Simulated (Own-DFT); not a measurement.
# How strain changes the stress of grey tin, 32 atoms (Sn32)

These are calculations, not measurements. The program, named Own-DFT, is a retired in-house plane-wave density functional code that no person has reviewed. Each row is one single-point run on a periodic cell that was not relaxed, without spin or spin-orbit coupling.

Settings of every run: PBE; PseudoDojo norm-conserving scalar-relativistic files; cutoff 42 hartree; 3 x 3 x 5 k mesh centred on Gamma; cold (Marzari-Vanderbilt) smearing of 0.2 eV.

Known limits: forces on such cells failed a check on a denser k mesh; stress not checked against mesh or cutoff.

Unstrained cell vectors in Å: (12.978, 0.000, 0.000); (0.000, 12.978, 0.000); (0.000, 0.000, 6.489). The unstrained cell has measured lattice constants (interpolated for alloys), not those of this functional. That, the random moves and any unrelaxed bonds set the pressure at no strain. Each run strains this cell uniformly, with the atoms carried along. Every atom was also moved at random, by a Gaussian of width 0.05 Å on each axis. Strain is the symmetric tensor, in per cent. Stress is positive in tension, and the pressure is minus a third of its trace.

| run | e_xx (%) | e_yy (%) | e_zz (%) | s_xx (GPa) | s_yy (GPa) | s_zz (GPa) | P (GPa) | E (meV/atom) |
|---|---|---|---|---|---|---|---|---|
| 1 | -0.25 | -0.25 | 0.00 | -3.87 | -3.83 | -3.70 | 3.80 | 23.8 |
| 2 | -2.25 | -2.25 | 0.00 | -6.42 | -6.31 | -5.72 | 6.15 | 65.9 |
| 3 | 0.50 | 0.50 | 0.00 | -3.02 | -3.06 | -3.15 | 3.08 | 19.2 |
| 4 | 1.50 | 1.50 | 0.00 | -2.00 | -2.06 | -2.42 | 2.16 | 10.4 |
| 5 | 1.50 | 1.50 | 0.00 | -2.07 | -2.10 | -2.47 | 2.21 | 13.7 |
| 6 | -2.25 | -2.25 | 0.00 | -6.35 | -6.46 | -5.78 | 6.19 | 72.1 |
| 7 | -1.75 | -1.75 | 0.00 | -5.79 | -5.81 | -5.32 | 5.64 | 64.3 |
| 8 | 2.00 | 2.00 | 0.00 | -1.54 | -1.49 | -2.07 | 1.70 | 3.9 |
| 9 | 0.50 | 0.50 | 0.00 | -3.11 | -2.97 | -3.18 | 3.09 | 19.4 |
| 10 | -0.25 | -0.25 | 0.00 | -3.90 | -3.89 | -3.85 | 3.88 | 32.9 |
| 11 | -1.75 | -1.75 | 0.00 | -5.70 | -5.66 | -5.15 | 5.50 | 52.1 |
| 12 | 2.00 | 2.00 | 0.00 | -1.43 | -1.49 | -2.05 | 1.66 | 0.0 |
| 13 | -0.75 | -0.75 | 0.00 | ? | ? | ? | ? | ? |

E is the free energy for each atom above the lowest run shown.

## Worked fit

The change of volume is close to e_xx + e_yy + e_zz. A straight line through the runs shown gives P = 3.72 - 53 x (fractional change of volume) GPa, with an error of 1 on the slope and a scatter of 0.11 GPa. The strain isn't the same on all axes, but the crystal is cubic, so the slope still estimates the bulk modulus, averaged over pressures from 1.7 to 6.2 GPa.

## Withheld run

Question: what pressure should run 13 give? Its volume changes by -1.49 %.

The line gives 4.5 GPa. The calculation gave 4.53 GPa.
